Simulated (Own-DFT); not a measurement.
Simulation results for SiGe3 (diamond-structure random alloy, atoms displaced)

All values are calculated (Own-DFT development build). A calculation, not a measurement: plane-wave density functional theory by an unreviewed code, no spin, of a simulated periodic cell, stress positive in tension, run twice, with PBE and with PBEsol, both on files made for PBE, so the change isn't that of files made for PBEsol, forces on such cells passed a denser k mesh, this cell's mesh not checked; the far tail of each file's local potential was reset to the Coulomb form; each entry is a single point on an unrelaxed cell, so the pressure reflects the starting lattice, mostly measured values (interpolated for alloys), from which strain is counted, and rises with the displacements; printed positions are rounded, which can move forces by about a meV/angstrom; the program, named Own-DFT, is a retired in-house code; no spin-orbit coupling; stress was not checked against mesh or cutoff.

```cif
# cell vector a (Å): 11.2025 0.0000 0.0000
# cell vector b (Å): 0.0000 11.2025 0.0000
# cell vector c (Å): 0.0000 0.0000 11.2025
data_SiGe3
_symmetry_space_group_name_H-M 'P 1'
_symmetry_Int_Tables_number 1
_cell_length_a 11.2025
_cell_length_b 11.2025
_cell_length_c 11.2025
_cell_angle_alpha 90.000
_cell_angle_beta 90.000
_cell_angle_gamma 90.000
_cell_volume 1405.87
loop_
_atom_site_label
_atom_site_type_symbol
_atom_site_fract_x
_atom_site_fract_y
_atom_site_fract_z
_atom_site_occupancy
Ge1 Ge 0.99979 0.00094 0.00280 1
Ge2 Ge 0.99871 0.24758 0.25277 1
Ge3 Ge 0.24980 0.99872 0.24983 1
Ge4 Ge 0.24940 0.24953 0.99472 1
Si1 Si 0.12659 0.12533 0.12441 1
Ge5 Ge 0.12539 0.37518 0.37481 1
Ge6 Ge 0.37264 0.12373 0.37118 1
Ge7 Ge 0.37884 0.37609 0.12699 1
Si2 Si 0.99643 0.99928 0.50362 1
Ge8 Ge 0.00023 0.25027 0.74893 1
Si3 Si 0.25077 0.99853 0.74940 1
Si4 Si 0.24868 0.25009 0.49898 1
Si5 Si 0.12776 0.11873 0.61982 1
Si6 Si 0.12343 0.38026 0.87112 1
Si7 Si 0.37367 0.12176 0.87205 1
Ge9 Ge 0.37434 0.37284 0.62678 1
Si8 Si 0.99840 0.50122 0.00030 1
Ge10 Ge 0.99900 0.74848 0.24943 1
Si9 Si 0.25142 0.49676 0.24889 1
Ge11 Ge 0.25070 0.75054 0.99687 1
Ge12 Ge 0.12290 0.62730 0.12336 1
Ge13 Ge 0.12554 0.87618 0.37526 1
Ge14 Ge 0.37916 0.62145 0.37913 1
Ge15 Ge 0.37338 0.87387 0.12553 1
Ge16 Ge 0.99913 0.49726 0.50304 1
Ge17 Ge 0.99899 0.75252 0.75324 1
Ge18 Ge 0.24914 0.49805 0.74794 1
Ge19 Ge 0.24736 0.75006 0.49834 1
Si10 Si 0.12767 0.62830 0.62765 1
Ge20 Ge 0.12210 0.87253 0.87886 1
Ge21 Ge 0.38001 0.62281 0.87216 1
Ge22 Ge 0.37123 0.87683 0.62441 1
Ge23 Ge 0.49747 0.00119 0.99971 1
Ge24 Ge 0.49880 0.25154 0.24707 1
Ge25 Ge 0.75250 0.00035 0.25105 1
Ge26 Ge 0.75356 0.24801 0.00179 1
Ge27 Ge 0.63031 0.13128 0.12282 1
Ge28 Ge 0.62122 0.37360 0.37519 1
Ge29 Ge 0.87422 0.12661 0.37108 1
Si11 Si 0.87480 0.37455 0.12970 1
Ge30 Ge 0.50015 0.99859 0.49677 1
Ge31 Ge 0.50029 0.24924 0.74707 1
Ge32 Ge 0.75378 0.00236 0.74933 1
Si12 Si 0.75694 0.25144 0.50147 1
Ge33 Ge 0.62202 0.12760 0.62432 1
Ge34 Ge 0.62503 0.37650 0.87738 1
Ge35 Ge 0.87584 0.12511 0.87289 1
Ge36 Ge 0.88187 0.37195 0.62930 1
Si13 Si 0.49505 0.50286 0.00319 1
Ge37 Ge 0.50067 0.75038 0.25107 1
Ge38 Ge 0.74731 0.50382 0.24595 1
Ge39 Ge 0.74829 0.74818 0.00306 1
Ge40 Ge 0.61998 0.62416 0.12200 1
Ge41 Ge 0.62390 0.87584 0.37465 1
Si14 Si 0.88046 0.62856 0.37170 1
Ge42 Ge 0.87275 0.87434 0.12470 1
Ge43 Ge 0.49804 0.50137 0.49669 1
Ge44 Ge 0.49623 0.75272 0.75078 1
Ge45 Ge 0.75012 0.49803 0.74971 1
Si15 Si 0.75080 0.74839 0.49778 1
Si16 Si 0.62624 0.62528 0.62622 1
Ge46 Ge 0.62462 0.87062 0.87127 1
Ge47 Ge 0.87439 0.62582 0.87784 1
Ge48 Ge 0.87755 0.87648 0.62655 1
_calc_functional 'PBE, then PBEsol'
_calc_potential_files 'PseudoDojo norm-conserving, scalar-relativistic, standard set'
_calc_wave_cutoff 42  # hartree
_calc_occupations 'Fermi-Dirac'
_calc_smearing_width 0.1  # eV
_calc_k_mesh '3 x 3 x 3 centred on Gamma'
_calc_PBE_pressure 3.33  # GPa
_calc_PBE_stress_xx -3.33  # GPa
_calc_PBE_stress_yy -3.35  # GPa
_calc_PBE_stress_zz -3.32  # GPa
_calc_PBE_stress_yz 0.3  # GPa
_calc_PBE_stress_xz 0.01  # GPa
_calc_PBE_stress_xy 0.01  # GPa
_calc_PBEsol_pressure 0.63  # GPa
_calc_PBEsol_stress_xx -0.62  # GPa
_calc_PBEsol_stress_yy -0.64  # GPa
_calc_PBEsol_stress_zz -0.62  # GPa
_calc_PBEsol_stress_yz 0.29  # GPa
_calc_PBEsol_stress_xz 0.01  # GPa
_calc_PBEsol_stress_xy 0  # GPa
_calc_rms_change_of_force_components_from_PBE_to_PBEsol 0.044  # eV/angstrom
```

Force:
```tsv
force element	PBE force x (eV/Å)	PBE force y (eV/Å)	PBE force z (eV/Å)	PBEsol force x (eV/Å)	PBEsol force y (eV/Å)	PBEsol force z (eV/Å)
Ge	0.185	0.263	0.08	0.142	0.212	0.039
Ge	0.612	0.402	-0.979	0.584	0.382	-0.877
Ge	-0.457	0.289	-0.486	-0.404	0.243	-0.435
Ge	-0.126	0.151	0.024	-0.092	0.173	0.054
Si	-0.112	0.128	0.094	-0.107	0.124	0.096
Ge	0.394	-0.035	0.047	0.312	-0.039	0.053
Ge	0.039	0.545	0.539	0.072	0.489	0.487
Ge	-0.891	0.244	-0.627	-0.854	0.164	-0.595
Si	0.575	0.368	-0.611	0.514	0.316	-0.638
Ge	1.444	-0.713	0.243	1.322	-0.683	0.229
Si	-0.532	0.364	0.251	-0.524	0.271	0.245
Si	-0.014	-0.433	0.182	0.024	-0.378	0.139
Si	-0.017	0.404	0.32	-0.049	0.431	0.347
Si	-0.347	-0.256	0.719	-0.298	-0.286	0.662
Si	-0.09	0.114	-0.265	-0.04	0.155	-0.212
Ge	-0.231	-0.058	-0.835	-0.186	-0.02	-0.778
Si	0.069	-0.735	0.138	0.063	-0.636	0.136
Ge	0.19	0.455	0.107	0.231	0.478	0.055
Si	-0.173	0.595	0.123	-0.171	0.584	0.122
Ge	0.236	-0.456	0.156	0.216	-0.435	0.158
Ge	0.513	-0.882	0.039	0.5	-0.781	0.04
Ge	-0.815	0.245	0.223	-0.747	0.203	0.183
Ge	-1.267	0.513	-1.152	-1.188	0.52	-1.081
Ge	0.167	0.022	-0.089	0.163	0.022	-0.087
Ge	0.417	1.183	-0.264	0.409	1.075	-0.251
Ge	0.312	-0.689	-0.426	0.268	-0.629	-0.371
Ge	-0.206	0.452	0.113	-0.122	0.438	0.103
Ge	0.17	-0.394	0.314	0.203	-0.341	0.27
Si	-0.538	-0.246	-0.178	-0.523	-0.242	-0.176
Ge	0.554	0.885	-0.549	0.504	0.819	-0.5
Ge	-0.65	-0.206	0.412	-0.667	-0.151	0.362
Ge	0.022	0.035	-0.044	0.06	-0.006	-0.081
Ge	0.378	0.099	-0.197	0.398	0.059	-0.156
Ge	0.359	-0.54	0.356	0.351	-0.516	0.341
Ge	-0.607	0.002	-0.284	-0.586	0.01	-0.28
Ge	0.495	1.032	-0.325	0.438	0.955	-0.343
Ge	-0.76	-1.001	0.401	-0.731	-0.967	0.385
Ge	1.032	-0.064	0.251	0.954	-0.025	0.208
Ge	0.074	-0.406	1.409	0.078	-0.398	1.291
Si	0.324	0.316	-0.639	0.275	0.27	-0.585
Ge	-0.28	0.36	0.354	-0.273	0.347	0.339
Ge	-0.341	-0.063	1.054	-0.298	-0.031	0.981
Ge	-0.833	-0.244	-0.111	-0.802	-0.238	-0.104
Si	-0.778	0.024	-0.122	-0.763	0.021	-0.119
Ge	1.016	-0.172	-0.654	0.952	-0.192	-0.6
Ge	-0.442	0.011	0.378	-0.386	-0.022	0.326
Ge	0.243	0.061	0.4	0.226	0.058	0.387
Ge	-1.202	0.242	-0.656	-1.125	0.263	-0.599
Si	0.505	-0.458	-0.507	0.497	-0.447	-0.495
Ge	-0.242	-0.157	-0.053	-0.232	-0.152	-0.054
Ge	0.567	-0.285	0.67	0.475	-0.271	0.642
Ge	-0.185	0.169	-0.403	-0.181	0.161	-0.396
Ge	-0.05	0.04	0.06	-0.001	0.081	0.102
Ge	0.718	-0.415	0.193	0.657	-0.364	0.154
Si	-1.015	-0.595	0.745	-0.953	-0.619	0.688
Ge	0.193	0.012	0.118	0.186	0.014	0.116
Ge	0.904	-0.424	1.451	0.838	-0.438	1.365
Ge	0.593	-0.514	-0.942	0.546	-0.472	-0.874
Ge	-0.066	0.415	-0.16	-0.03	0.367	-0.113
Si	0.167	-0.203	0.209	0.16	-0.122	0.204
Si	-0.044	0.224	-0.453	-0.085	0.178	-0.402
Ge	0.292	0.79	0.541	0.278	0.763	0.531
Ge	0.078	-0.386	-0.041	0.039	-0.334	-0.072
Ge	-0.527	-0.426	-0.663	-0.515	-0.412	-0.566
```
